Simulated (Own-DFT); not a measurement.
# Strain and stress in 2H SiC, 72 atoms (C36Si36)

These are calculations, not measurements. They come from Own-DFT, an in-house plane-wave density functional program, since retired, whose code no person has reviewed. Each row is one single-point run on a periodic cell that was not relaxed, without spin or spin-orbit coupling.

Settings of every run: PBE; PseudoDojo norm-conserving scalar-relativistic files; cutoff 42 hartree; 4 x 4 x 3 k mesh centred on Gamma; Fermi-Dirac smearing of 0.1 eV.

Known limits: forces on such cells passed a denser k mesh, each cell not checked; stress not checked against mesh or cutoff.

Unstrained cell vectors in Å: (9.248, 0.000, 0.000); (-4.624, 8.009, 0.000); (0.000, 0.000, 10.068). The unstrained cell has measured lattice constants (interpolated for alloys), not those of this functional. That, the random moves and any unrelaxed bonds set the pressure at no strain. Each run strains this cell uniformly, with the atoms carried along. Every atom was also moved at random, by a Gaussian of width 0.05 Å on each axis. Strain is the symmetric tensor, in per cent. Stress is positive in tension, and the pressure is minus a third of its trace.

```
run,e_xx (%),e_yy (%),e_zz (%),e_yz (%),e_xz (%),e_xy (%),s_xx (GPa),s_yy (GPa),s_zz (GPa),s_yz (GPa),s_xz (GPa),s_xy (GPa),P (GPa),E (meV/atom)
1,0.90,1.37,-0.53,-0.57,0.18,0.87,0.67,3.68,-9.84,-1.27,0.97,4.05,1.83,29.9
2,1.36,0.66,-1.36,1.63,0.54,-1.26,1.83,-0.87,-17.32,6.09,2.67,-6.25,5.45,65.1
3,-1.67,-1.85,-0.10,-1.74,1.56,-0.19,-15.34,-18.59,-9.39,-5.10,5.93,-0.26,14.44,54.7
4,-0.60,0.67,-0.48,-1.37,1.54,-1.08,-7.93,-1.46,-10.95,-4.69,5.61,-4.80,6.78,38.0
5,-0.68,1.02,-1.29,-0.04,0.36,1.91,-7.31,-0.81,-15.59,-0.04,0.61,7.60,7.90,34.4
6,-0.54,-0.68,-0.45,1.39,-0.58,0.57,-7.67,-9.40,-9.86,4.18,-2.04,2.74,8.97,23.8
7,-1.96,-0.11,0.28,-1.78,-0.02,-1.45,-16.23,-5.46,-8.12,-5.68,0.96,-8.28,9.93,37.4
8,1.14,1.93,1.36,-1.84,1.89,-0.35,3.50,7.57,1.95,-4.97,5.32,-1.15,-4.34,19.5
9,-0.31,1.01,0.95,1.42,0.76,0.65,-5.62,1.31,-0.33,5.11,2.71,1.57,1.55,8.8
10,0.74,-1.22,0.17,-0.22,-0.47,1.64,0.10,-11.02,-6.68,0.12,-1.59,7.11,5.87,13.8
11,1.67,1.84,1.92,0.30,0.09,0.14,7.08,6.23,5.69,0.68,0.23,-0.07,-6.34,0.0
12,0.92,-0.24,1.01,-1.90,0.24,-1.79,0.99,-4.73,-1.68,-4.78,0.73,-9.15,1.81,17.1
13,-0.32,1.13,-0.80,1.60,0.97,-1.22,-4.82,-0.33,-11.56,5.59,4.17,-4.38,5.57,36.0
14,-1.13,-1.98,0.48,0.19,1.63,-1.88,-14.26,-18.44,-4.66,0.33,6.67,-9.39,12.45,55.6
15,0.87,1.88,-1.40,1.96,-1.52,-1.42,2.10,4.41,-14.61,7.41,-4.32,-5.71,2.70,35.3
16,-0.50,1.68,-0.93,1.41,-1.56,-0.49,-6.57,3.97,-11.35,4.74,-5.52,-2.45,4.65,14.5
17,1.49,0.62,-1.03,-1.41,-0.70,0.72,?,?,?,?,?,?,?,?
```

E is the free energy for each atom above the lowest run shown.

## Worked fit

Each stress component was fitted by least squares to a constant and the strains of the runs shown, as fractions, with shears doubled. Shear strains stay in the fit of a normal stress only where such slopes are resolved. The slopes, in GPa:

| stress | at no strain | per e_xx | per e_yy | per e_zz | scatter |
|---|---|---|---|---|---|
| s_xx | -4.6 | 575 ± 27 | 80 ± 22 | 21 ± 25 | 0.95 |
| s_yy | -5.3 | 62 ± 29 | 584 ± 24 | 55 ± 27 | 1.01 |
| s_zz | -7.5 | 14 ± 29 | 51 ± 24 | 630 ± 28 | 1.04 |

Each shear stress against twice its own strain: yz 154 ± 6, xz 171 ± 8, xy 225 ± 10 GPa. These are stiffnesses along x, y and z of the frame in which the cell vectors are given, which need not be the crystal's axes. The atoms are held to the strained lattice; where symmetry lets them move under strain, relaxing them would lower some slopes. The table should be nearly symmetric about its diagonal, and what it lacks of that shows the noise. A ninth of its sum, 230 ± 5 GPa, estimates the bulk modulus near the mean pressure of these runs, 5.0 GPa, so it lies above the value at zero pressure.

## Withheld run

Question: what normal stresses and pressure should run 17 give?

The fit gives s_xx = 4.2, s_yy = -1.3, s_zz = -13.5 and P = 3.5 GPa. The calculation gave 4.13, 0.40, -13.16 and P = 2.88 GPa.
